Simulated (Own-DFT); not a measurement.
Simulation results for SiC (4H silicon carbide, atoms displaced)

A calculation, not a measurement: plane-wave PBE density functional theory by an unreviewed code, no spin, of a simulated periodic cell, stress positive in tension, free energy of the whole cell less one offset for each atom, forces on such cells passed a denser k mesh, this cell's mesh not checked; offsets are fitted by least squares, one for each functional and potential file, so energies compare only between cells with the same atoms and settings and are not formation energies; the far tail of each file's local potential was reset to the Coulomb form; each entry is a single point on an unrelaxed cell, so the pressure reflects the starting lattice, mostly measured values (interpolated for alloys), from which strain is counted, and rises with the displacements; printed positions are rounded, which can move forces by about a meV/angstrom; the program, named Own-DFT, is a retired in-house code; no spin-orbit coupling. Program: Own-DFT development build.

```json
{"formula": "SiC", "kind": "4H silicon carbide, atoms displaced", "structure": {"cell_angstrom": [[6.1654, 0.0, 0.0], [-3.0827, 5.3394, 0.0], [0.0, 0.0, 10.0681]], "atoms_fractional": [["Si", 0.00114, 0.9908, 0.40121], ["Si", 0.16647, 0.34208, 0.1558], ["C", 0.00175, 0.9977, 0.09362], ["C", 0.16479, 0.33597, 0.34536], ["Si", 0.98487, 0.49461, 0.41437], ["Si", 0.16469, 0.82781, 0.15754], ["C", 0.99767, 0.50523, 0.09184], ["C", 0.18074, 0.83652, 0.34881], ["Si", 0.5002, 0.00779, 0.39986], ["Si", 0.67449, 0.33603, 0.15769], ["C", 0.50421, 0.99843, 0.09244], ["C", 0.6598, 0.32612, 0.34052], ["Si", 0.50375, 0.50116, 0.40608], ["Si", 0.65449, 0.83028, 0.15786], ["C", 0.51268, 0.50449, 0.09139], ["C", 0.66106, 0.83303, 0.34071], ["Si", 0.00774, 0.00354, 0.90563], ["Si", 0.83309, 0.66485, 0.65802], ["C", 0.9997, 0.99483, 0.59395], ["C", 0.82524, 0.66427, 0.84142], ["Si", 0.0029, 0.49719, 0.90376], ["Si", 0.83249, 0.16811, 0.65715], ["C", 0.9936, 0.49567, 0.58879], ["C", 0.82509, 0.16135, 0.84166], ["Si", 0.49389, 0.00558, 0.90553], ["Si", 0.34484, 0.67848, 0.65291], ["C", 0.49626, 0.99908, 0.59312], ["C", 0.33276, 0.66627, 0.85087], ["Si", 0.48872, 0.49092, 0.90529], ["Si", 0.334, 0.16854, 0.65878], ["C", 0.49304, 0.49352, 0.59302], ["C", 0.33059, 0.17009, 0.84472]]}, "settings": {"functional": "PBE", "potential_files": "PseudoDojo norm-conserving, scalar-relativistic, standard set", "wave_cutoff [hartree]": 42.0, "occupations": "Fermi-Dirac", "smearing_width [eV]": 0.1, "hardware": "one NVIDIA H100", "k_mesh": "5 x 5 x 3 centred on Gamma"}, "results": {"free_energy_of_cell_above_offsets [eV]": "-4.420", "pressure [GPa]": 3.86, "stress_xx [GPa]": -2.51, "stress_yy [GPa]": -3.72, "stress_zz [GPa]": -5.35, "stress_yz [GPa]": 0.43, "stress_xz [GPa]": -0.07, "stress_xy [GPa]": -0.09, "force_element": ["Si", "Si", "C", "C", "Si", "Si", "C", "C", "Si", "Si", "C", "C", "Si", "Si", "C", "C", "Si", "Si", "C", "C", "Si", "Si", "C", "C", "Si", "Si", "C", "C", "Si", "Si", "C", "C"], "force_x [eV/angstrom]": [-0.704, 1.003, -0.568, -0.114, 1.834, 0.002, 0.828, -2.131, 1.269, -0.885, -1.244, 0.164, -1.35, 2.066, -1.318, 0.791, -1.802, -0.361, -0.379, 0.891, -1.568, 0.344, 0.435, 0.646, 1.208, -0.936, 0.423, -0.256, 1.149, -0.427, 0.67, 0.321], "force_y [eV/angstrom]": [1.354, -0.922, 0.57, -0.307, 0.294, 1.199, -0.578, -1.634, -1.079, -0.462, 0.622, 1.682, -0.327, 0.174, -0.777, -0.057, -1.296, -0.063, 0.373, -0.04, 0.086, -0.596, 0.517, 0.57, -0.733, -1.774, 1.147, 0.423, 1.848, -0.622, 0.922, -0.511], "force_z [eV/angstrom]": [0.74, 0.12, 0.323, 0.012, -2.784, -0.038, 0.002, -1.262, 1.871, -1.047, 0.169, 0.68, -0.296, -1.231, 0.49, 0.953, 0.352, -0.535, -0.279, 0.751, 0.013, -0.763, 2.715, 0.702, 0.491, 0.728, -0.447, -1.78, 0.635, -0.933, 0.086, -0.436], "wall_time [s]": 113.6}}
```
